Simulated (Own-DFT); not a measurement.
Hf36O71 (tetragonal hafnia with one neutral oxygen vacancy, atoms displaced) (calculated)

A calculation, not a measurement: plane-wave PBE and HSE06 DFT by an unreviewed code, no spin, of a simulated cell at Gamma alone, so results move with cell size and shape, stress positive in tension, energies less offsets, not probed for a lower state with spin; hafnium file: forces about 75 meV/angstrom off all-electron values; oxygen file: force components 24 meV/angstrom off all-electron in a glass; k mesh not checked against a denser one; forces and stress are PBE's, HSE06 gives the energy alone, and its difference from PBE has offsets of its own; offsets are fitted by least squares, one for each functional and potential file, so energies compare only between cells with the same atoms and settings and are not formation energies; the far tail of each file's local potential was reset to the Coulomb form; each entry is a single point on an unrelaxed cell, so the pressure reflects the starting lattice, taken from the Materials Project, from which strain is counted, and rises with the displacements; printed positions are rounded, which can move forces by about a meV/angstrom; the program is a retired in-house code; no spin-orbit coupling. Program: Own-DFT development build.

Settings shared by all entries: first functional PBE; second functional HSE06; exact exchange share 0.25; screening 0.11 1/bohr; exchange divergence Gygi-Baldereschi; potential files PseudoDojo norm-conserving, scalar-relativistic, made for PBE, standard set; wave cutoff 48 hartree; occupations fixed; k mesh 1 x 1 x 1 centred on Gamma.

(1) Hf36O71 (tetragonal hafnia with one neutral oxygen vacancy, atoms displaced)

```xyz
107
Lattice="10.7800 0.0000 0.0000 0.0000 10.7800 0.0000 0.0000 0.0000 10.4493" Properties=species:S:1:pos:R:3 Hf36O71
Hf     0.0903     0.1777     0.0017
Hf     1.8579     1.8226     2.5724
O     10.7552     1.7210     1.6162
O      1.7639    10.7671     3.6301
O      0.0373     1.6625     4.2035
O      1.7419    10.7370     1.1519
Hf    10.7762     0.0053     5.1298
Hf     1.9303     1.8513     7.8686
O     10.7277     1.7950     6.7495
O      1.7456     0.0052     8.8434
O      0.0933     1.7355     9.5486
O      1.7656    10.7550     6.2507
Hf    10.5602     3.6571    10.2955
Hf     1.8091     5.3014     2.4529
O      0.0192     5.3705     1.5153
O      1.7634     3.6113     3.6713
O     10.7354     5.4833     4.1736
O      1.7402     3.6629     0.9027
Hf    10.7618     3.5861     5.1271
Hf     1.7286     5.4002     7.7029
O      0.1515     5.2574     6.8044
O      1.8268     3.6913     8.8679
O      0.0409     5.3665     9.6189
O      1.7410     3.6495     6.2985
Hf     0.1262     7.2365     0.0128
Hf     1.7848     9.0698     2.6712
O      1.8837     7.1625     3.6214
O     10.7101     9.0708     4.2292
O      1.9591     7.1807     1.0190
Hf     0.0259     7.1988     5.4769
Hf     1.8152     9.0934     7.8594
O     10.6745     9.0875     6.7923
O      1.7290     7.1216     8.8047
O      0.0795     8.9437     9.4989
O      1.8051     7.1343     6.2440
Hf     3.5459     0.0114     0.0580
Hf     5.4652     1.7111     2.5968
O      3.7454     1.8222     1.4863
O      5.4318    10.7038     3.6105
O      3.6207     1.9357     4.1358
O      5.3545    10.7272     1.1172
Hf     3.5172     0.0906     5.2400
Hf     5.4507     1.6518     7.7393
O      3.5649     1.7023     6.9718
O      5.3022    10.7635     8.9197
O      3.6053     1.8019     9.4929
O      5.4522     0.0071     6.2734
Hf     3.6538     3.6427     0.0794
Hf     5.3963     5.3908     2.5255
O      3.7412     5.3553     1.5899
O      5.2965     3.5895     3.6727
O      3.6195     5.5082     4.3268
O      5.3179     3.5937     0.9097
Hf     3.7014     3.4872     5.2431
Hf     5.3990     5.4066     7.7291
O      3.4837     5.4851     6.7463
O      5.2861     3.5970     8.8725
O      3.4021     5.5003     9.5577
O      5.4221     3.5829     6.2120
Hf     3.8150     7.1185     0.0179
Hf     5.4043     9.0610     2.7102
O      3.7222     8.9471     1.5849
O      5.4327     7.2551     3.7039
O      3.5786     8.8499     4.3029
O      5.3711     7.1059     0.8500
Hf     3.5995     7.1624     5.1444
Hf     5.4239     8.9794     7.8371
O      3.5620     8.8949     6.8127
O      5.4872     7.2687     8.9215
O      3.6164     8.8792     9.4543
O      5.3099     7.1581     6.1302
Hf     7.1901    10.7571    10.4314
Hf     8.9067     1.6615     2.6895
O      7.2051     1.7583     1.5626
O      8.8658    10.7777     3.5599
O      7.1578     1.8530     4.0390
O      9.0609     0.0315     1.1356
Hf     7.2459    10.7381     5.2170
Hf     9.0721     1.7427     7.9762
O      7.0990     1.7909     6.6916
O      9.0058    10.6511     8.9276
O      7.1520     1.6220     9.3043
O      9.0671     0.0721     6.2473
Hf     7.3044     3.7253     0.0263
Hf     8.9690     5.2857     2.6140
O      7.2335     5.2826     1.6064
O      8.9476     3.5750     3.6653
O      7.2130     5.4006     4.2676
O      8.9346     3.4801     0.9021
Hf     7.1400     3.6626     5.3799
Hf     8.9951     5.4774     7.7459
O      7.2371     5.4448     6.6635
O      9.0861     3.6213     8.8095
O      7.1655     5.3618     9.4186
O      9.0190     3.4354     6.1641
Hf     7.2851     7.1956     0.1173
Hf     8.9802     8.9075     2.6196
O      7.2333     8.8072     1.7625
O      8.9922     7.0720     3.6662
O      7.1043     9.1265     4.0499
O      8.9618     7.2362     0.9207
Hf     7.2946     7.1672     5.2837
Hf     9.0339     8.8453     7.7804
O      7.2290     8.9802     6.8614
O      9.0291     7.0447     8.7377
O      7.2159     8.9696     9.4933
O      8.9181     7.1423     6.2552
```

- PBE energy of cell above offsets: -85.071 eV
- HSE06 less PBE above offsets: 0.654 eV
- PBE pressure: 6.53 GPa
- PBE stress xx: -8.3 GPa
- PBE stress yy: -4.97 GPa
- PBE stress zz: -6.32 GPa
- PBE stress yz: 0.44 GPa
- PBE stress xz: -1.95 GPa
- PBE stress xy: -0.23 GPa

Force:
```csv
element,x (eV/Å),y (eV/Å),z (eV/Å)
Hf,-1.904,-5.72,3.028
Hf,-1.338,0.607,-0.712
O,1.127,0.693,0.585
O,1.594,1.829,1.143
O,-0.165,3.09,-1.417
O,1.388,0.061,-0.708
Hf,-0.127,0.106,2.75
Hf,-3.941,2.136,1.72
O,1.274,0.049,2.086
O,0.594,0.974,1.041
O,-1.087,4.433,-3.881
O,0.782,0.078,-0.33
Hf,4.811,-0.88,2.297
Hf,-0.348,2.211,1.111
O,-1.66,-0.279,1.351
O,0.03,-0.638,-0.991
O,0.117,-1.075,1.076
O,0.481,-0.736,1.832
Hf,0.695,-0.111,0.384
Hf,5.437,0.207,4.56
O,-7.4,1.329,-2.066
O,-0.376,-2.029,-1.099
O,-0.826,2.072,-3.035
O,1.65,-1.958,-1.386
Hf,2.251,-0.563,0.96
Hf,0.723,-4.283,-1.354
O,-1.061,0.457,-0.806
O,0.06,-2.542,-0.717
O,-1.619,-0.133,0.048
Hf,1.712,-0.198,-4.776
Hf,0.545,-3.278,0.476
O,1.893,-1.587,-0.025
O,-1.271,1.788,-0.68
O,-0.493,1.3,-0.319
O,-1.356,0.942,0.215
Hf,1.467,-1.241,-0.419
Hf,0.63,0.841,-0.039
O,-2.554,-0.48,1.574
O,-1.407,3.899,2.232
O,-0.69,-4.021,0.108
O,1.385,0.362,-0.99
Hf,0.529,-2.837,-0.11
Hf,0.4,0.993,3.102
O,2.393,0.02,-3.712
O,0.325,-0.7,-0.547
O,-1.176,-0.618,-0.433
O,-1.513,-0.099,-0.5
Hf,-2.993,0.151,-3.675
Hf,0.456,0.427,3.454
O,-2.381,-0.398,0.269
O,0.403,0.615,-0.97
O,0.499,-5.626,-2.81
O,5.111,0.364,2.364
Hf,-2.357,5.115,-0.286
Hf,-2.183,0.559,1.47
O,2.958,-1.226,1.528
O,0.522,0.599,-2.045
O,1.509,-2.495,-1.507
O,-1.726,0.346,2.229
Hf,-6.978,2.394,-2.522
Hf,-0.619,-3.176,-1.504
O,-1.803,0.774,0.878
O,0.385,-1.43,-2.02
O,-0.055,6.102,-1.739
O,7.028,-0.922,5.065
Hf,-1.193,0.147,2.074
Hf,-2.083,-0.476,0.6
O,0.611,1.48,0.91
O,0.063,-1.804,-2.291
O,-0.696,2.199,-0.64
O,3.511,-0.168,2.463
Hf,0.41,0.217,0.958
Hf,0.739,1.945,-1.635
O,-0.531,0.007,-0.886
O,0.326,-1.927,2.293
O,-0.228,-0.694,1.791
O,-1.003,-0.942,-1.441
Hf,0.476,1.489,-0.373
Hf,-0.293,-1.492,-3.034
O,1.859,0.326,0.494
O,0.459,0.952,-0.623
O,0.723,1.978,0.201
O,-2.133,-0.378,-0.28
Hf,-5.021,-2.133,-1.399
Hf,2.336,1.031,1.943
O,-0.367,0.124,-1.024
O,0.892,-0.14,-1.025
O,-0.16,-0.334,-0.695
O,1.059,0.395,2.355
Hf,2.965,-1.459,-3.809
Hf,0.559,-3.468,-0.31
O,-0.614,-0.562,1.992
O,-0.941,-0.153,-0.233
O,0.733,0.932,-0.808
O,-1.03,1.219,1.02
Hf,-3.15,0.842,-2.332
Hf,1.789,-0.24,0.263
O,-1.352,-0.107,-2.564
O,-1.01,1.622,-0.445
O,1.748,-1.802,3.339
O,2.957,-0.136,1.428
Hf,-4.809,0.433,-4.145
Hf,-0.844,2.574,2.462
O,0.156,-0.15,-1.021
O,-0.03,2.381,1.499
O,0.246,-0.422,0.078
O,3.111,0.056,2.044
```

(2) Hf36O71 (tetragonal hafnia with one neutral oxygen vacancy, atoms displaced)

```xyz
107
Lattice="10.7800 0.0000 0.0000 0.0000 10.7800 0.0000 0.0000 0.0000 10.4493" Properties=species:S:1:pos:R:3 Hf36O71
Hf     0.0165     0.0459     0.0887
Hf     1.8232     1.6788     2.5951
O     10.7340     1.7405     1.5849
O      1.7926    10.7785     3.6309
O     10.7229     1.8419     4.2062
O      1.7848     0.0054     1.0618
Hf    10.6751    10.7381     5.1330
Hf     1.7721     1.7640     7.8915
O     10.7719     1.7906     6.8623
O      1.7938     0.0521     8.8205
O     10.7751     1.8438     9.3854
O      1.7765     0.0298     6.2074
Hf    10.6579     3.6248    10.4284
Hf     1.7309     5.3620     2.5912
O      0.0123     5.3650     1.5450
O      1.7769     3.4796     3.6660
O      0.0384     5.3515     4.1332
O      1.8217     3.5732     1.0089
Hf    10.7741     3.5772     5.1852
Hf     1.6951     5.4127     7.8389
O      0.0227     5.3943     6.7322
O      1.7126     3.5134     8.8609
O      0.0880     5.4438     9.4677
O      1.7001     3.5239     6.1909
Hf    10.7575     7.1172    10.4348
Hf     1.7414     8.9988     2.6679
O      0.0279     9.0175     1.6310
O      1.7872     7.1620     3.6440
O      0.0536     9.0187     4.1433
O      1.7426     7.2980     1.0433
Hf    10.7513     7.2332     5.2777
Hf     1.8440     8.9938     7.8455
O      0.0747     8.9241     6.7960
O      1.7572     7.2560     8.8308
O     10.7483     9.0304     9.3268
O      1.8252     7.1752     6.2698
Hf     3.6463    10.7103    10.3928
Hf     5.3507     1.7983     2.6013
O      3.5658     1.8304     1.5056
O      5.3776     0.0013     3.6487
O      3.5705     1.7668     4.1966
O      5.4036     0.0293     1.0255
Hf     3.6797    10.7624     5.2038
Hf     5.3922     1.8012     7.8074
O      3.6938     1.7448     6.7382
O      5.3647     0.0479     8.8750
O      3.6612     1.7383     9.4097
O      5.3071     0.0067     6.2817
Hf     3.5522     3.5224     0.0765
Hf     5.3529     5.3833     2.5716
O      3.6115     5.4289     1.6206
O      5.3184     3.5346     3.6656
O      3.5449     5.3981     4.2043
O      5.3543     3.5651     1.0635
Hf     3.6019     3.6696     5.1225
Hf     5.3050     5.3311     7.7574
O      3.6126     5.3354     6.8157
O      5.5212     3.5623     8.8669
O      3.5898     5.3567     9.4946
O      5.4285     3.5476     6.2014
Hf     3.6209     7.1200     0.0489
Hf     5.3328     8.9858     2.5519
O      3.5976     8.9865     1.6445
O      5.3823     7.1512     3.6713
O      3.6498     9.0243     4.1095
O      5.3829     7.2180     1.1276
Hf     3.5393     7.1411     5.2325
Hf     5.4116     8.8924     7.8868
O      3.6888     9.0420     6.8610
O      3.5271     9.0078     9.4275
O      5.3807     7.2678     6.2411
Hf     7.1275     0.0379     0.0746
Hf     8.9939     1.7740     2.5103
O      7.1754     1.8229     1.6396
O      8.9584     0.0271     3.6502
O      7.1759     1.8349     4.1975
O      8.9798    10.7324     0.9873
Hf     7.1649    10.7131     5.2334
Hf     8.9139     1.7324     7.9059
O      7.1458     1.7773     6.8353
O      8.9874    10.7210     8.8409
O      7.2286     1.7192     9.3877
O      8.9850     0.0297     6.2834
Hf     7.2088     3.6314     0.0261
Hf     8.9354     5.3537     2.6149
O      7.1941     5.3516     1.6430
O      9.0326     3.5892     3.7236
O      7.1807     5.3567     4.1307
O      8.9498     3.5336     1.0117
Hf     7.2268     3.5525     5.1347
Hf     9.0805     5.3846     7.8578
O      7.1801     5.4376     6.8261
O      9.0849     3.6426     8.8420
O      7.2344     5.3805     9.5083
O      8.9848     3.4959     6.2021
Hf     7.2710     7.1881    10.4109
Hf     9.0424     8.9256     2.6305
O      7.1705     8.9972     1.5833
O      9.0248     7.2481     3.6024
O      7.2351     8.9911     4.1804
O      9.0375     7.1287     1.0740
Hf     7.2435     7.2399     5.3019
Hf     9.0073     8.9124     7.9121
O      7.2081     8.8828     6.8301
O      8.9400     7.1576     8.8905
O      7.1797     9.0350     9.4275
O      8.9861     7.1691     6.3090
```

* PBE energy of cell above offsets: -97.187 eV
* HSE06 less PBE above offsets: 0.034 eV
* PBE pressure: 1.75 GPa
* PBE stress xx: -2.1 GPa
* PBE stress yy: -1.37 GPa
* PBE stress zz: -1.78 GPa
* PBE stress yz: 0.22 GPa
* PBE stress xz: -0.64 GPa
* PBE stress xy: 0.11 GPa

Force:
```csv
element,x (eV/Å),y (eV/Å),z (eV/Å)
Hf,-0.221,-0.461,-1.965
Hf,0.08,1.385,0.635
O,0.991,0.237,-0.669
O,-0.411,-0.263,-0.027
O,0.044,-1.931,-0.646
O,0.658,-0.007,-0.422
Hf,1.537,2.745,2.118
Hf,0.167,0.465,-3.104
O,-0.572,-0.247,0.316
O,0.055,-1.693,1.391
O,-0.549,-0.893,1.664
O,0.048,-0.676,-0.461
Hf,2.644,-1.298,-0.459
Hf,0.256,-0.654,1.061
O,-0.832,-0.309,-0.316
O,0.46,1.417,-1.352
O,-0.119,1.344,0.323
O,-1.603,0.48,0.308
Hf,-0.207,-0.902,0.335
Hf,1.795,-1.07,0.173
O,-0.704,0.562,0.855
O,0.513,2.315,0.046
O,-0.411,-1.28,-1.753
O,2.2,0.982,0.686
Hf,1.365,3.192,0.86
Hf,1.525,-0.597,-0.444
O,-0.987,0.222,-0.762
O,0.038,0.265,0.191
O,-0.575,-1.349,0.342
O,0.361,-0.965,-0.58
Hf,1.067,-0.519,-0.874
Hf,-0.021,1.615,-0.731
O,-1.426,-0.499,-0.582
O,0.051,-1.782,0.339
O,0.001,-0.877,1.593
O,-0.449,-0.255,-0.013
Hf,-0.503,1.591,0.219
Hf,-0.324,-0.098,0.833
O,0.37,-0.438,0.885
O,0.514,0.122,-0.325
O,0.122,0.256,-1.006
O,-1.018,-0.151,0.668
Hf,-1.936,0.87,0.688
Hf,-0.838,-0.105,-0.252
O,-1.613,0.72,0.936
O,0.204,-1.819,0.297
O,-0.537,1.162,0.385
O,3.19,-0.645,-0.311
Hf,0.43,-0.712,-1.431
Hf,1.029,0.407,1.611
O,-1.3,0.092,-0.436
O,-0.185,1.183,-0.739
O,-0.007,0.514,-0.554
O,0.864,0.349,-0.252
Hf,-0.565,-3.176,1.698
Hf,2.156,-0.463,1.115
O,-1.718,0.217,-0.501
O,-0.308,0.993,-0.113
O,0.191,0.243,-0.602
O,-0.475,1.058,0.098
Hf,-0.402,0.662,0.143
Hf,0.729,-0.821,1.724
O,-0.797,0.283,-1.374
O,-0.043,0.19,-0.419
O,-0.587,-1.404,1.283
O,0.544,-0.536,-1.811
Hf,1.461,1.615,-1.05
Hf,-0.027,0.759,-0.185
O,-1.385,-0.718,-0.107
O,0.698,-1.72,0.09
O,-0.232,-0.596,0.513
Hf,1.072,-0.6,-1.285
Hf,-0.406,0.049,2.789
O,-0.168,-0.263,-0.914
O,0.301,-0.682,-0.48
O,-0.102,-1.673,-0.285
O,-0.187,0.598,0.566
Hf,-0.315,1.658,0.245
Hf,1.129,-0.154,-1.755
O,0.883,-0.351,-0.336
O,-0.011,0.194,0.16
O,0.674,1.523,1.215
O,-0.654,-0.755,-0.55
Hf,-2.489,-1.06,-0.87
Hf,0.632,0.113,1.625
O,-0.313,-0.172,-1.175
O,-0.662,0.177,-2.374
O,0.559,0.769,0.623
O,0.386,0.36,0.737
Hf,0.019,0.503,1.417
Hf,-2.365,-0.534,-1.677
O,0.57,0.159,0.626
O,-0.249,-0.019,0.759
O,0.087,0.477,-0.192
O,-0.417,0.922,0.917
Hf,-1.289,0.82,0.989
Hf,-1.444,1.968,-0.968
O,0.838,-0.28,0.033
O,0.134,-1.997,1.367
O,0.053,-0.431,0.691
O,-0.543,0.268,-0.446
Hf,-1.937,-1.04,-1.007
Hf,0.876,2.174,-0.664
O,-0.112,0.44,-0.094
O,0.31,-0.495,0.701
O,-0.296,-1.292,0.06
O,0.962,0.041,-0.241
```
